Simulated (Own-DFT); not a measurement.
GaP (zincblende, atoms displaced) (calculated)

A calculation, not a measurement: plane-wave PBE density functional theory by an unreviewed code, no spin, of a simulated periodic cell, stress positive in tension, free energy of the whole cell less one offset for each atom, forces on such cells passed a denser k mesh, this cell's mesh not checked; offsets are fitted by least squares, one for each functional and potential file, so energies compare only between cells with the same atoms and settings and are not formation energies; the far tail of each file's local potential was reset to the Coulomb form; each entry is a single point on an unrelaxed cell, so the pressure reflects the starting lattice, mostly measured values (interpolated for alloys), from which strain is counted, and rises with the displacements; printed positions are rounded, which can move forces by about a meV/angstrom; the program, named Own-DFT, is a retired in-house code; no spin-orbit coupling. Program: Own-DFT development build.

```cif
# cell vector a (Å): 16.3515 0.0000 0.0000
# cell vector b (Å): 0.0000 10.9010 0.0000
# cell vector c (Å): 0.0000 0.0000 10.9010
data_GaP
_symmetry_space_group_name_H-M 'P 1'
_symmetry_Int_Tables_number 1
_cell_length_a 16.3515
_cell_length_b 10.9010
_cell_length_c 10.9010
_cell_angle_alpha 90.000
_cell_angle_beta 90.000
_cell_angle_gamma 90.000
_cell_volume 1943.08
loop_
_atom_site_label
_atom_site_type_symbol
_atom_site_fract_x
_atom_site_fract_y
_atom_site_fract_z
_atom_site_occupancy
Ga1 Ga 0.99963 0.99992 0.99715 1
Ga2 Ga 0.99917 0.25044 0.24830 1
Ga3 Ga 0.16635 0.99833 0.25033 1
Ga4 Ga 0.16559 0.25047 0.99955 1
P1 P 0.08115 0.12359 0.12115 1
P2 P 0.08276 0.37633 0.37342 1
P3 P 0.25055 0.12365 0.37531 1
P4 P 0.25075 0.36961 0.12706 1
Ga5 Ga 0.00008 0.99884 0.50078 1
Ga6 Ga 0.99907 0.25307 0.74828 1
Ga7 Ga 0.16622 0.00194 0.75046 1
Ga8 Ga 0.16672 0.24958 0.50040 1
P5 P 0.08408 0.12303 0.62733 1
P6 P 0.08315 0.37542 0.87855 1
P7 P 0.25088 0.12630 0.87340 1
P8 P 0.24894 0.37328 0.62666 1
Ga9 Ga 0.00048 0.50161 0.00078 1
Ga10 Ga 0.99919 0.75046 0.24756 1
Ga11 Ga 0.16590 0.49748 0.24937 1
Ga12 Ga 0.16587 0.74960 0.99936 1
P9 P 0.08409 0.62641 0.12328 1
P10 P 0.08360 0.87650 0.37265 1
P11 P 0.25034 0.62392 0.37833 1
P12 P 0.25268 0.87546 0.12604 1
Ga13 Ga 0.99966 0.50175 0.49739 1
Ga14 Ga 0.00022 0.75032 0.74943 1
Ga15 Ga 0.16466 0.50142 0.74814 1
Ga16 Ga 0.16797 0.74607 0.49666 1
P13 P 0.08117 0.62433 0.62474 1
P14 P 0.08281 0.87664 0.87131 1
P15 P 0.25153 0.62430 0.87342 1
P16 P 0.25026 0.87446 0.62425 1
Ga17 Ga 0.33569 0.99955 0.00018 1
Ga18 Ga 0.33232 0.24763 0.24961 1
Ga19 Ga 0.49910 0.99824 0.25229 1
Ga20 Ga 0.50077 0.24822 0.00166 1
P17 P 0.41625 0.12602 0.12688 1
P18 P 0.41608 0.37621 0.37633 1
P19 P 0.58309 0.12506 0.37484 1
P20 P 0.58392 0.37764 0.12325 1
Ga21 Ga 0.33357 0.99617 0.50719 1
Ga22 Ga 0.33383 0.25254 0.74954 1
Ga23 Ga 0.49880 0.00039 0.75176 1
Ga24 Ga 0.49920 0.24957 0.50128 1
P21 P 0.41883 0.12478 0.62514 1
P22 P 0.41761 0.37442 0.87636 1
P23 P 0.58335 0.12361 0.87486 1
P24 P 0.58390 0.37628 0.62811 1
Ga25 Ga 0.33467 0.50114 0.00181 1
Ga26 Ga 0.33401 0.74825 0.24945 1
Ga27 Ga 0.49895 0.50367 0.24734 1
Ga28 Ga 0.50045 0.75566 0.99950 1
P25 P 0.41665 0.62762 0.12476 1
P26 P 0.41695 0.87334 0.37569 1
P27 P 0.58481 0.62492 0.37506 1
P28 P 0.58127 0.87817 0.12577 1
Ga29 Ga 0.33169 0.49993 0.50041 1
Ga30 Ga 0.33344 0.74711 0.74942 1
Ga31 Ga 0.49959 0.49980 0.75034 1
Ga32 Ga 0.49847 0.74896 0.49890 1
P29 P 0.41628 0.62696 0.62691 1
P30 P 0.41738 0.87726 0.87473 1
P31 P 0.58228 0.62724 0.87677 1
P32 P 0.58308 0.87653 0.62421 1
Ga33 Ga 0.66870 0.99617 0.00055 1
Ga34 Ga 0.66541 0.24881 0.25038 1
Ga35 Ga 0.83546 0.00203 0.24808 1
Ga36 Ga 0.83612 0.25009 0.00546 1
P33 P 0.74935 0.12641 0.12905 1
P34 P 0.75118 0.37519 0.37775 1
P35 P 0.91475 0.12431 0.37615 1
P36 P 0.91745 0.37658 0.12411 1
Ga37 Ga 0.66830 0.00115 0.50068 1
Ga38 Ga 0.66572 0.25255 0.74823 1
Ga39 Ga 0.83253 0.99902 0.74900 1
Ga40 Ga 0.83215 0.25055 0.50163 1
P37 P 0.75081 0.12530 0.62281 1
P38 P 0.74881 0.37524 0.87636 1
P39 P 0.91842 0.12492 0.87561 1
P40 P 0.91675 0.37684 0.62267 1
Ga41 Ga 0.66623 0.49995 0.99829 1
Ga42 Ga 0.66695 0.74973 0.25206 1
Ga43 Ga 0.83244 0.49925 0.25052 1
Ga44 Ga 0.83173 0.75098 0.00061 1
P41 P 0.75213 0.62347 0.12621 1
P42 P 0.75085 0.87594 0.37578 1
P43 P 0.91759 0.62041 0.37487 1
P44 P 0.91647 0.87420 0.12493 1
Ga45 Ga 0.66514 0.50266 0.50039 1
Ga46 Ga 0.66648 0.75101 0.75222 1
Ga47 Ga 0.83073 0.49736 0.74990 1
Ga48 Ga 0.83514 0.74851 0.49890 1
P45 P 0.75133 0.62250 0.62294 1
P46 P 0.75005 0.87446 0.87590 1
P47 P 0.91867 0.62281 0.87838 1
P48 P 0.91943 0.87618 0.62675 1
_calc_functional 'PBE'
_calc_potential_files 'PseudoDojo norm-conserving, scalar-relativistic, standard set'
_calc_wave_cutoff 42  # hartree
_calc_occupations 'Fermi-Dirac'
_calc_smearing_width 0.1  # eV
_calc_k_mesh '2 x 3 x 3 centred on Gamma'
_calc_free_energy_of_cell_above_offsets '-53.601'  # eV
_calc_pressure 2.72  # GPa
_calc_stress_xx -2.72  # GPa
_calc_stress_yy -2.71  # GPa
_calc_stress_zz -2.72  # GPa
_calc_stress_yz 0.28  # GPa
_calc_stress_xz 0.02  # GPa
_calc_stress_xy 0.12  # GPa
```

Force:
| element | x (eV/Å) | y (eV/Å) | z (eV/Å) |
| --- | --- | --- | --- |
| Ga | -0.011 | -0.29 | 0.128 |
| Ga | 0.004 | -0.215 | 0.179 |
| Ga | 0.138 | 0.36 | -0.316 |
| Ga | 0.213 | -0.27 | 0.022 |
| P | 0.383 | 0.038 | 0.445 |
| P | -0.012 | -0.349 | 0.228 |
| P | -0.02 | -0.191 | 0.276 |
| P | -0.175 | 0.677 | -0.343 |
| Ga | 0.156 | 0.274 | -0.179 |
| Ga | 0.214 | -0.141 | 0.147 |
| Ga | 0.392 | -0.198 | -0.007 |
| Ga | -0.101 | -0.109 | -0.144 |
| P | -0.299 | 0.436 | -0.37 |
| P | -0.054 | 0.142 | -0.496 |
| P | 0.012 | -0.125 | 0.276 |
| P | -0.002 | 0.31 | -0.168 |
| Ga | 0.154 | -0.164 | 0.1 |
| Ga | 0.139 | -0.157 | 0.294 |
| Ga | 0.301 | 0.239 | -0.062 |
| Ga | 0.382 | 0.333 | -0.202 |
| P | -0.022 | -0.167 | 0.302 |
| P | -0.148 | -0.463 | 0.296 |
| P | 0.014 | -0.183 | -0.827 |
| P | -0.442 | -0.134 | -0.211 |
| Ga | 0.186 | -0.35 | 0.232 |
| Ga | -0.1 | -0.213 | 0.263 |
| Ga | 0.163 | -0.203 | 0.299 |
| Ga | -0.455 | 0.502 | 0.375 |
| P | 0.31 | 0.208 | -0.23 |
| P | 0.213 | -0.25 | 0.388 |
| P | -0.385 | -0.087 | 0.236 |
| P | -0.421 | -0.355 | 0.41 |
| Ga | -0.313 | 0.272 | -0.037 |
| Ga | 0.26 | 0.08 | 0.444 |
| Ga | -0.07 | 0.351 | 0 |
| Ga | 0.058 | 0.077 | -0.065 |
| P | 0.233 | -0.202 | -0.044 |
| P | 0.052 | -0.049 | -0.26 |
| P | -0.056 | -0.053 | 0.183 |
| P | -0.161 | -0.236 | 0.28 |
| Ga | 0.183 | 0.426 | -0.706 |
| Ga | 0.142 | -0.242 | 0.037 |
| Ga | 0.404 | 0.006 | -0.198 |
| Ga | 0.286 | 0.246 | -0.16 |
| P | -0.478 | 0.081 | 0.185 |
| P | -0.046 | 0.059 | 0.041 |
| P | 0.281 | 0.045 | 0.102 |
| P | -0.298 | 0.065 | -0.544 |
| Ga | -0.236 | -0.316 | -0.05 |
| Ga | -0.171 | 0.108 | 0.31 |
| Ga | 0.195 | -0.339 | 0.309 |
| Ga | -0.097 | -0.292 | 0.058 |
| P | 0.129 | 0.055 | -0.229 |
| P | -0.292 | 0.1 | 0.056 |
| P | -0.509 | 0.065 | -0.069 |
| P | 0.562 | -0.342 | 0.163 |
| Ga | 0.25 | -0.144 | 0.351 |
| Ga | -0.023 | 0.556 | 0.175 |
| Ga | -0.007 | 0.165 | 0.166 |
| Ga | 0.409 | 0.042 | 0.153 |
| P | 0.117 | -0.475 | -0.324 |
| P | -0.319 | -0.366 | -0.151 |
| P | 0.051 | -0.093 | -0.106 |
| P | -0.006 | -0.142 | 0.097 |
| Ga | -0.291 | 0.581 | 0.134 |
| Ga | 0.052 | 0.473 | 0.18 |
| Ga | -0.326 | -0.258 | 0.216 |
| Ga | -0.44 | -0.139 | -0.509 |
| P | 0.162 | -0.212 | -0.505 |
| P | -0.549 | -0.01 | -0.256 |
| P | 0.472 | 0.236 | 0.051 |
| P | 0 | 0.166 | 0.328 |
| Ga | -0.271 | -0.116 | -0.15 |
| Ga | 0.247 | -0.451 | 0.325 |
| Ga | 0.246 | 0.225 | 0.156 |
| Ga | 0.335 | 0.008 | -0.144 |
| P | -0.214 | 0.084 | 0.517 |
| P | 0.298 | -0.411 | 0.067 |
| P | -0.569 | 0.165 | -0.26 |
| P | -0.079 | -0.08 | 0.157 |
| Ga | 0.116 | 0.304 | 0.157 |
| Ga | 0.094 | 0.188 | -0.301 |
| Ga | 0.205 | -0.213 | 0.054 |
| Ga | 0.423 | -0.288 | -0.025 |
| P | -0.589 | 0.192 | -0.131 |
| P | 0.173 | -0.049 | -0.155 |
| P | -0.163 | 0.677 | -0.372 |
| P | -0.017 | 0.197 | -0.279 |
| Ga | 0.263 | -0.403 | 0.025 |
| Ga | -0.012 | -0.201 | -0.455 |
| Ga | 0.484 | 0.194 | 0.191 |
| Ga | 0.042 | 0.161 | 0.113 |
| P | -0.255 | 0.533 | 0.338 |
| P | 0.142 | -0.031 | -0.209 |
| P | -0.629 | 0.36 | -0.559 |
| P | -0.604 | -0.289 | -0.206 |
